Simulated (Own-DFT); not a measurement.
## Calculated data, Hf₃₆O₇₁ (tetragonal hafnia with one neutral oxygen vacancy, atoms displaced)

A calculation, not a measurement: plane-wave PBE and HSE06 DFT by an unreviewed code, no spin, of a simulated cell at Gamma alone, so results move with cell size and shape, stress positive in tension, energies less offsets, not probed for a lower state with spin; hafnium file: forces about 75 meV/angstrom off all-electron values; oxygen file: force components 24 meV/angstrom off all-electron in a glass; k mesh not checked against a denser one; forces and stress are PBE's, HSE06 gives the energy alone, and its difference from PBE has offsets of its own; offsets are fitted by least squares, one for each functional and potential file, so energies compare only between cells with the same atoms and settings and are not formation energies; the far tail of each file's local potential was reset to the Coulomb form; each entry is a single point on an unrelaxed cell, so the pressure reflects the starting lattice, taken from the Materials Project, from which strain is counted, and rises with the displacements; printed positions are rounded, which can move forces by about a meV/angstrom; the program is a retired in-house code; no spin-orbit coupling. Program: Own-DFT development build.

Common to all runs: first functional PBE; second functional HSE06; exact exchange share 0.25; screening 0.11 1/bohr; exchange divergence Gygi-Baldereschi; potential files PseudoDojo norm-conserving, scalar-relativistic, made for PBE, standard set; wave cutoff 48 hartree; occupations fixed; k mesh 1 x 1 x 1 centred on Gamma.

(1) 
```xyz
107
Lattice="10.7800 0.0000 0.0000 0.0000 10.7800 0.0000 0.0000 0.0000 10.4493" Properties=species:S:1:pos:R:3:force_x:R:1:force_y:R:1:force_z:R:1 formula=Hf36O71 PBE_energy_of_cell_above_offsets=-100.930 HSE06_less_PBE_above_offsets=-0.139 PBE_pressure=0.88 PBE_stress_xx=-0.25 PBE_stress_yy=-0.93 PBE_stress_zz=-1.44 PBE_stress_yz=0.08 PBE_stress_xz=-0.48 PBE_stress_xy=-0.02
Hf     0.0149    10.7727    10.4343     -0.768       0.54      0.758
Hf     1.7575     1.7593     2.5678      0.078      1.005      0.139
O      0.0157     1.7980     1.5193     -0.746     -0.269      1.071
O      1.7583    10.7703     3.6215      0.066     -0.303      0.384
O      0.0057     1.7902     4.2116      -0.35     -0.095      0.474
O      1.7527    10.7235     0.9941      1.323      0.266      0.274
Hf    10.7394     0.0326     5.2605       0.68     -0.093      -0.58
Hf     1.7590     1.7708     7.8278      1.777      -0.08      1.152
O      0.0560     1.8098     6.8367     -1.306     -0.304     -0.661
O      1.7984    10.7486     8.8850     -0.259      0.324     -0.544
O     10.7281     1.8037     9.4747      0.263     -0.823     -1.519
O      1.7728    10.7251     6.2659     -0.008      0.382     -0.409
Hf    10.7632     3.5554    10.4229       0.06      0.456      1.126
Hf     1.8036     5.3800     2.5642     -0.774     -1.514      0.418
O      0.0071     5.3448     1.5542     -0.111      0.624      0.228
O      1.8030     3.5748     3.6296      -0.09      0.205     -0.429
O     10.7754     5.3883     4.1478       0.11       0.36      0.667
O      1.7537     3.5720     1.0584      1.402      0.267     -0.712
Hf    10.7730     3.6374     5.2458      0.726      0.393     -1.454
Hf     1.8003     5.3877     7.8122     -0.612     -0.662      0.284
O     10.7532     5.3814     6.7786      0.212      0.294      0.298
O      1.7992     3.5681     8.8754      0.293     -0.265     -0.809
O      0.0598     5.3006     9.4012     -0.146      2.027     -0.192
O      1.7921     3.6298     6.1694     -0.124      0.038      1.158
Hf    10.7779     7.2172    10.4295     -0.155     -1.634      0.113
Hf     1.7609     8.9647     2.6738      0.888      0.646     -1.386
O     10.7605     9.0406     1.6024      0.351     -0.753      0.175
O      1.7984     7.1561     3.5754      -0.07      0.217      0.624
O      0.0066     8.9545     4.2574      0.017      1.295     -0.679
O      1.8027     7.2333     0.9904     -0.571     -0.193      0.096
Hf     0.0038     7.2434     5.2005      -0.45     -2.053      0.442
Hf     1.8026     8.9328     7.8541       0.49      1.353     -0.546
O      0.0053     8.9891     6.8391     -0.327     -0.274     -0.045
O      1.8110     7.2028     8.7937     -0.122     -0.988      0.679
O      0.0117     8.9592     9.4771      0.107      0.297     -0.732
O      1.8451     7.1792     6.2196     -0.923      0.095     -0.085
Hf     3.6344    10.7348    10.4302     -1.002      0.324      0.619
Hf     5.3763     1.8222     2.5903     -0.117       0.17      0.493
O      3.6074     1.7884     1.6268     -0.318     -0.238     -0.509
O      5.3646     0.0034     3.6205      0.012     -0.076      0.279
O      3.5895     1.8089     4.1974      0.056     -0.627      0.507
O      5.4092    10.7225     1.0293     -0.027      0.346     -0.292
Hf     3.5686     0.0069     5.2264      0.744      0.262     -0.134
Hf     5.3982     1.7886     7.8676     -0.669     -0.055     -0.988
O      3.5908     1.8110     6.8122     -0.111     -0.479      0.024
O      5.3883    10.7676     8.8151      0.107      0.313      0.064
O      3.6197     1.7586     9.4142      0.141      0.493      0.518
Hf     3.6120     3.6334    10.4358     -0.866     -1.463      0.518
Hf     5.3751     5.4617     2.6443        0.6     -1.784     -0.265
O      3.6230     5.4066     1.6023     -0.567     -0.098     -0.491
O      5.3966     3.5899     3.6422      0.162      -0.05     -0.473
O      3.6251     5.3543     4.1907     -0.113      0.766       0.16
O      5.4049     3.5814     1.0343     -0.347      -0.21     -0.647
Hf     3.5972     3.5905     5.2444      0.359     -0.424      -0.89
Hf     5.3978     5.4401     7.8232     -0.318     -0.479     -0.209
O      3.5989     5.3841     6.8265      0.229     -0.016      0.154
O      5.3773     3.5787     8.7910      0.171      1.046      0.802
O      3.5631     5.3646     9.4483     -0.024      0.545      -0.28
O      5.4071     3.6154     6.2093      0.155      0.154       0.24
Hf     3.5797     7.1691     0.0363      0.537      0.534      -0.32
Hf     5.4157     8.9846     2.6296     -0.447      0.438     -0.408
O      3.6166     8.9960     1.5631     -0.393     -0.111       0.75
O      5.3815     7.1560     3.6543      0.289      1.094        0.4
O      3.5925     8.9375     4.1879     -0.214      0.748      0.054
O      5.3533     7.1685     1.0451      0.872      -0.05      0.123
Hf     3.5915     7.1841     5.1934      0.262     -0.434      0.178
Hf     5.3718     8.9834     7.8362      0.409     -0.322     -0.044
O      3.6222     8.9700     6.8032      -0.59      0.582       0.05
O      5.3225     7.1838     8.9256        0.5     -0.634     -0.555
O      3.6121     8.9755     9.4284     -0.154      -0.23     -0.224
O      5.3578     7.2259     6.2741      0.559      -0.54      0.018
Hf     7.1576     0.0056    10.4270      1.248     -0.447      0.452
Hf     8.9028     1.8532     2.6560      1.459     -0.924     -1.445
O      7.2242     1.7793     1.5641     -1.225      0.095      0.263
O      8.9254    10.7746     3.5850       0.43     -0.084      0.868
O      7.1750     1.7837     4.2312      0.484      0.253     -0.459
O      8.9695    10.7734     1.0397     -0.135     -0.379     -0.553
Hf     7.2151    10.7727     5.2194     -1.542     -0.181      0.043
Hf     9.0071     1.8186     7.7862     -0.567     -0.145       1.32
O      7.1677     1.8335     6.8169      0.416     -0.369      0.173
O      8.9815    10.7705     8.8963      0.066      0.082      -0.88
O      7.2295     1.8102     9.4472     -0.487     -0.568     -0.719
O      8.9225     0.0083     6.2895      1.375      0.322     -0.204
Hf     7.1515     3.5643    10.4024      0.933      0.336      1.265
Hf     8.9764     5.3971     2.5844      0.528     -0.177      -0.27
O      7.1838     5.3573     1.5722     -0.298      0.596      0.082
O      9.0152     3.6019     3.5973     -0.339      0.202      0.873
O      7.1724     5.3433     4.1886        0.1      0.863      0.208
O      8.9791     3.5739     1.0112     -0.577      0.034     -0.133
Hf     7.2022     3.5825     5.2055      -0.92      0.105      0.176
Hf     8.9496     5.3849     7.8228      0.886      0.056      0.506
O      7.2017     5.4004     6.7874     -0.403      0.176      0.281
O      9.0027     3.5980     8.8723     -0.288     -0.099     -0.835
O      7.2330     5.3615     9.4293     -0.293      0.598      -0.59
O      9.0165     3.5995     6.2685     -0.656     -0.364      0.003
Hf     7.1795     7.1447     0.0013     -0.194      0.665      0.212
Hf     8.9934     8.9925     2.5470     -0.652      0.126      0.429
O      7.1959     8.9696     1.5715     -0.161     -0.391      0.168
O      8.9809     7.1463     3.6354     -0.108      0.927     -0.278
O      7.1741     9.0066     4.2224     -0.179     -0.693     -0.217
O      8.9922     7.1635     1.0123     -0.029       0.14     -0.033
Hf     7.1618     7.1914     5.2345      0.119     -0.134     -0.476
Hf     8.9885     8.9971     7.8311     -0.549      0.096      0.423
O      7.1828     9.0053     6.8094     -0.223      0.172      0.044
O      9.0120     7.2303     8.8845     -0.136     -0.792      -0.48
O      7.1184     8.9822     9.4025      0.264     -0.462      0.372
O      8.9332     7.2150     6.2050      0.838      0.087      0.406
```

Units: PBE_energy_of_cell_above_offsets, HSE06_less_PBE_above_offsets in eV; PBE_pressure, PBE_stress_xx, PBE_stress_yy, PBE_stress_zz, PBE_stress_yz, PBE_stress_xz, PBE_stress_xy in GPa; force_x, force_y, force_z in eV/Å.

(2) 
```xyz
107
Lattice="10.7800 0.0000 0.0000 0.0000 10.7800 0.0000 0.0000 0.0000 10.4493" Properties=species:S:1:pos:R:3 formula=Hf36O71
Hf    10.6459    10.6768    10.3903
Hf     1.7581     1.7535     2.5623
O      0.1131     1.8653     1.4565
O      1.7951     0.0596     3.5787
O     10.7727     1.7928     4.3309
O      1.7879    10.6279     1.0389
Hf    10.7003    10.7665     5.1682
Hf     1.8486     1.6077     7.7652
O     10.6001     1.9373     6.7705
O      1.8085    10.7576     8.9753
O      0.0241     1.8401     9.3903
O      1.8141    10.7386     6.4020
Hf    10.7521     3.5904     0.0669
Hf     1.8798     5.3946     2.5962
O      0.0134     5.3521     1.5603
O      1.8579     3.5697     3.5795
O     10.7444     5.4864     4.2595
O      1.8494     3.4367     1.0503
Hf    10.7596     3.6718     5.2031
Hf     1.9025     5.4334     7.7821
O      0.1119     5.2991     6.7377
O      1.8802     3.6758     8.8702
O     10.6305     5.3339     9.3739
O      1.8923     3.6094     6.4090
Hf     0.0234     7.1242     0.1710
Hf     1.8162     8.9023     2.5599
O      0.2039     8.9959     1.4885
O      1.8496     7.1529     3.6812
O      0.0578     8.9972     4.0952
O      1.7862     7.2429     1.0812
Hf    10.7328     7.1302     5.2753
Hf     1.6747     8.9903     7.8094
O      0.1747     9.0394     6.7584
O      1.8246     7.2176     8.8096
O     10.6902     8.9190     9.4734
O      1.8078     7.1656     6.3672
Hf     3.6784    10.7785    10.3683
Hf     5.3494     1.7562     2.5215
O      3.5180     1.7348     1.5746
O      5.3230     0.0258     3.5849
O      3.6067     1.6941     4.1657
O      5.4121     0.1623     0.9949
Hf     3.4976    10.7395     5.2322
Hf     5.3570     1.8898     7.7399
O      3.5468     1.7955     6.7859
O      5.3483     0.1271     8.8418
O      3.7197     1.8690     9.5443
O      5.3505    10.7704     6.2484
Hf     3.4545     3.5299     0.0028
Hf     5.3655     5.3688     2.4920
O      3.5523     5.5182     1.5174
O      5.4000     3.6913     3.6769
O      3.6367     5.3676     4.1803
O      5.4159     3.6269     1.0266
Hf     3.4582     3.6445     5.2630
Hf     5.4518     5.4414     7.8167
O      3.6358     5.3522     6.8598
O      5.3991     3.5704     8.9089
O      3.5728     5.3625     9.5144
O      5.3891     3.5880     6.1679
Hf     3.5902     7.1816     0.0456
Hf     5.5211     8.9445     2.6728
O      3.5929     8.9309     1.5890
O      5.4189     7.1509     3.7686
O      3.4608     8.9596     4.3180
O      5.3676     7.1930     1.0136
Hf     3.5682     7.1992     5.3967
Hf     5.4198     8.9043     7.8910
O      3.5649     8.9906     6.9072
O      5.3891     7.2373     8.8006
O      3.6785     9.0861     9.4993
O      5.3369     7.1107     6.3282
Hf     7.2303     0.0224     0.0686
Hf     8.8412     1.6605     2.5763
O      7.2465     1.9246     1.5880
O      8.8746     0.0122     3.5528
O      7.2169     1.6945     3.9740
O      8.9928    10.6781     1.0864
Hf     7.2030     0.0194     5.1456
Hf     9.0338     1.7237     7.7303
O      7.3087     1.8527     6.7654
O      9.0505    10.7173     8.8517
O      7.2583     1.6902     9.3452
O      8.9821     0.0233     6.3429
Hf     7.2256     3.5780    10.3781
Hf     8.9816     5.3033     2.6610
O      7.2046     5.4432     1.5276
O      8.9345     3.6104     3.5616
O      7.1743     5.3783     4.1164
Hf     7.1127     3.6225     5.2805
Hf     8.8786     5.2558     7.9271
O      7.2019     5.3834     6.8042
O      8.9687     3.6825     8.8887
O      7.1320     5.4646     9.3424
O      8.9605     3.6532     6.2724
Hf     7.2099     7.1886    10.2557
Hf     9.0155     8.9258     2.5115
O      7.3069     9.0270     1.6765
O      8.9258     7.1566     3.5456
O      7.1958     8.9271     4.1266
O      8.8898     7.2370     1.0764
Hf     7.1662     7.1209     5.2215
Hf     9.0539     9.1235     7.8096
O      7.0075     9.0415     6.8858
O      8.8550     7.2198     8.9088
O      7.1547     8.9404     9.4287
O      8.9919     7.1585     6.3099
```

**Q.** What PBE stress xx does the calculation give for Hf₃₆O₇₁ (tetragonal hafnia with one neutral oxygen vacancy, atoms displaced) (entry 2)?
**A.** -4.88 GPa

**Q.** Give the table of force values for Hf₃₆O₇₁ (tetragonal hafnia with one neutral oxygen vacancy, atoms displaced) (entry 2).
**A.** 
Force:
| element | x (eV/Å) | y (eV/Å) | z (eV/Å) |
| --- | --- | --- | --- |
| Hf | 4.228 | 2.01 | 1.129 |
| Hf | 0.973 | -0.335 | -0.296 |
| O | -3.045 | -0.571 | 1.126 |
| O | -0.572 | -1.641 | 1.594 |
| O | -0.194 | -0.02 | -1.004 |
| O | 0.028 | 1.137 | -0.948 |
| Hf | 1.908 | -0.25 | -0.881 |
| Hf | -1.798 | 2.543 | 1.918 |
| O | 4.547 | -0.69 | -0.858 |
| O | -0.342 | 0.14 | -1.219 |
| O | -0.704 | -0.891 | -0.294 |
| O | -1.529 | 1.336 | -1.184 |
| Hf | 0.316 | -0.625 | -1.099 |
| Hf | 0.024 | 0.337 | 0.982 |
| O | 0.354 | -0.084 | 0.408 |
| O | -0.675 | 0.792 | 1.308 |
| O | -0.157 | -1.85 | -1.543 |
| O | -1.739 | 1.83 | 0.445 |
| Hf | 0.062 | -0.198 | 1.53 |
| Hf | -1.839 | -1.173 | 2.134 |
| O | -1.189 | 0.468 | 0.279 |
| O | -0.094 | -1.331 | 0.195 |
| O | 0.706 | 1.476 | 1.29 |
| O | -1.985 | -0.486 | -1.71 |
| Hf | -1.571 | -0.52 | -2.081 |
| Hf | 1.85 | 1.854 | 1.155 |
| O | -4.618 | -0.757 | -0.141 |
| O | -0.435 | -0.861 | -0.157 |
| O | -1.029 | -0.021 | 1.188 |
| O | 0.277 | -1.102 | -0.185 |
| Hf | 0.825 | 0.92 | 0.132 |
| Hf | 5.07 | -0.518 | 3.174 |
| O | -5.609 | 0.086 | -1.777 |
| O | -0.111 | -0.07 | 1.453 |
| O | -0.048 | -0.481 | -1.594 |
| O | -0.757 | 0.02 | -1.104 |
| Hf | -1.719 | 0.924 | 1.904 |
| Hf | -1.362 | 1.546 | 1.144 |
| O | 1.259 | 0.227 | 0.287 |
| O | 0.868 | -1.686 | 0.058 |
| O | 0.087 | 1.792 | 0.863 |
| O | 1.572 | -0.577 | 0.402 |
| Hf | 1.576 | 0.404 | -0.538 |
| Hf | 0.577 | -1.462 | 1.271 |
| O | 0.859 | -0.015 | 0.234 |
| O | 0.322 | -0.993 | -0.397 |
| O | -0.743 | -1.809 | -2.591 |
| O | 0.698 | 0.925 | -1.422 |
| Hf | 1.693 | 1.546 | -0.551 |
| Hf | 0.918 | -0.253 | 1.042 |
| O | 0.035 | -0.573 | 0.81 |
| O | 0.357 | -1.644 | -1.055 |
| O | -1.007 | 0.56 | 0.634 |
| O | -0.43 | -0.093 | -0.089 |
| Hf | 1.891 | -1.166 | -2.216 |
| Hf | -1.024 | -0.894 | 1.185 |
| O | 0.756 | 0.13 | -0.977 |
| O | 1.044 | 0.721 | -1.635 |
| O | 0.616 | 1.323 | -0.826 |
| O | -0.974 | -0.305 | 1.58 |
| Hf | -0.029 | 0.852 | -0.622 |
| Hf | -1.628 | -0.827 | -0.17 |
| O | 1.742 | 0.048 | 0.954 |
| O | -0.018 | 0.867 | -1.071 |
| O | 0.571 | -0.228 | -0.157 |
| O | 1.151 | 0.344 | 0.013 |
| Hf | -0.195 | 0.31 | -2.366 |
| Hf | -2.944 | 4.033 | 0.051 |
| O | 0 | -0.585 | -0.288 |
| O | -0.137 | -2.636 | 1.75 |
| O | 0.281 | -2.82 | -0.692 |
| O | 1.415 | 0.068 | -0.09 |
| Hf | -1.938 | -0.26 | -1.723 |
| Hf | 3.048 | 3.299 | -0.017 |
| O | -1.304 | -0.193 | -2.43 |
| O | 1.147 | -2.406 | 2.243 |
| O | -0.5 | 1.026 | 2.29 |
| O | -0.015 | 0.922 | -0.34 |
| Hf | -2.309 | -0.479 | 0.461 |
| Hf | -1.599 | 1.589 | 3.123 |
| O | -2.262 | -0.064 | -1.186 |
| O | 0.031 | 1.427 | 1.048 |
| O | 0.442 | 1.013 | 1.167 |
| O | -0.087 | -1.236 | -1.187 |
| Hf | -0.731 | -0.165 | 0.763 |
| Hf | -1.245 | 1.744 | -1.739 |
| O | 0.356 | -1.017 | -0.024 |
| O | 0.8 | -2.118 | 0.726 |
| O | 0.6 | 0.2 | 1.439 |
| Hf | 0.916 | -0.155 | -2.361 |
| Hf | 2.952 | 3.774 | -1.404 |
| O | -1.036 | -0.157 | -1.149 |
| O | -1.048 | -3.99 | 1.471 |
| O | -0.139 | -2.293 | -0.571 |
| O | -0.08 | 0.602 | -0.684 |
| Hf | 0.476 | -0.421 | 2.935 |
| Hf | 2.053 | -1.276 | 1.336 |
| O | -3.265 | 0.719 | -1.555 |
| O | 0.506 | 0.448 | 1.44 |
| O | 0.029 | 0.892 | 1.635 |
| O | 1.93 | 0.407 | -0.85 |
| Hf | -0.278 | -0.019 | -0.83 |
| Hf | -1.359 | -4.369 | -0.054 |
| O | 4.571 | -0.185 | -1.847 |
| O | 0.404 | 0.103 | -1.187 |
| O | -0.202 | 3.206 | 0.145 |
| O | -0.08 | 0.912 | -0.875 |

Further results for Hf₃₆O₇₁ (tetragonal hafnia with one neutral oxygen vacancy, atoms displaced) (entry 2):

- PBE energy of cell above offsets: -90.634 eV
- HSE06 less PBE above offsets: 0.342 eV
- PBE pressure: 3.89 GPa
- PBE stress yy: -3.38 GPa
- PBE stress zz: -3.42 GPa
- PBE stress yz: 1.37 GPa
- PBE stress xz: 0.6 GPa
- PBE stress xy: 0.05 GPa
